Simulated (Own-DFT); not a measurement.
# Energy and forces against displacement in 2H SiC, 32 atoms (C16Si16)

Calculated results; nothing here was measured. The program, named Own-DFT, is a retired in-house plane-wave density functional code that no person has reviewed. Each row is one single-point run on a periodic cell that was not relaxed, without spin or spin-orbit coupling.

Settings of every run: PBE; PseudoDojo norm-conserving scalar-relativistic files; cutoff 42 hartree; 5 x 5 x 3 k mesh centred on Gamma; Fermi-Dirac smearing of 0.1 eV.

Known limits, some of them of some rows only: some atoms lie very close together; forces on such cells passed a denser k mesh, each cell not checked; stress not checked against mesh or cutoff.

Cell vectors in Å: (6.165, 0.000, 0.000); (-3.083, 5.339, 0.000); (0.000, 0.000, 10.068). In each run every atom was moved at random and independently from its ideal site; u is the rms move along one axis. E is the free energy for each atom above the fitted value at u = 0, and F the rms of the force components.

| run | u (Å) | E (meV/atom) | F (eV/Å) | largest force (eV/Å) | P (GPa) |
|---|---|---|---|---|---|
| 1 | 0.0299 | 36.6 | 0.839 | 2.32 | 3.81 |
| 2 | 0.0306 | 36.0 | 0.867 | 2.81 | 3.90 |
| 3 | 0.0313 | 41.1 | 0.930 | 2.92 | 3.91 |
| 4 | 0.0595 | ? | ? | ? | ? |
| 5 | 0.0595 | 113.8 | 1.558 | 4.71 | 5.43 |
| 6 | 0.0597 | 144.8 | 1.814 | 5.49 | 6.28 |
| 7 | 0.0905 | 303.8 | 2.721 | 11.02 | 9.30 |
| 8 | 0.0912 | 374.6 | 3.651 | 15.77 | 12.89 |
| 9 | 0.1092 | 492.5 | 4.233 | 16.87 | 14.92 |

## Worked fit

For small independent moves the energy grows as E = (3/2) K u², with K the mean stiffness felt by one atom. The runs with u up to 0.11 Å give K = 26.4 ± 1.5 eV/Å², with residuals divided by u² + 0.0006 Å², since the noise grows with the moves. The scatter is 11.2 meV/atom at u = 0.05 Å. The forces follow F = G u with G = 31.8 eV/Å²; no force at u = 0 is resolved. G exceeds K because the moves of its neighbours add to the force on an atom, and stiffness differs between atoms. The pressure follows P = 2.70 + 1013 u² GPa: at fixed volume, shortened bonds push harder than stretched ones pull.

## Withheld run

Question: what energy and rms force should run 4 give?

The fit gives 140 ± 17 meV/atom and about 1.89 eV/Å. The calculation gave 143.4 meV/atom and 1.818 eV/Å.
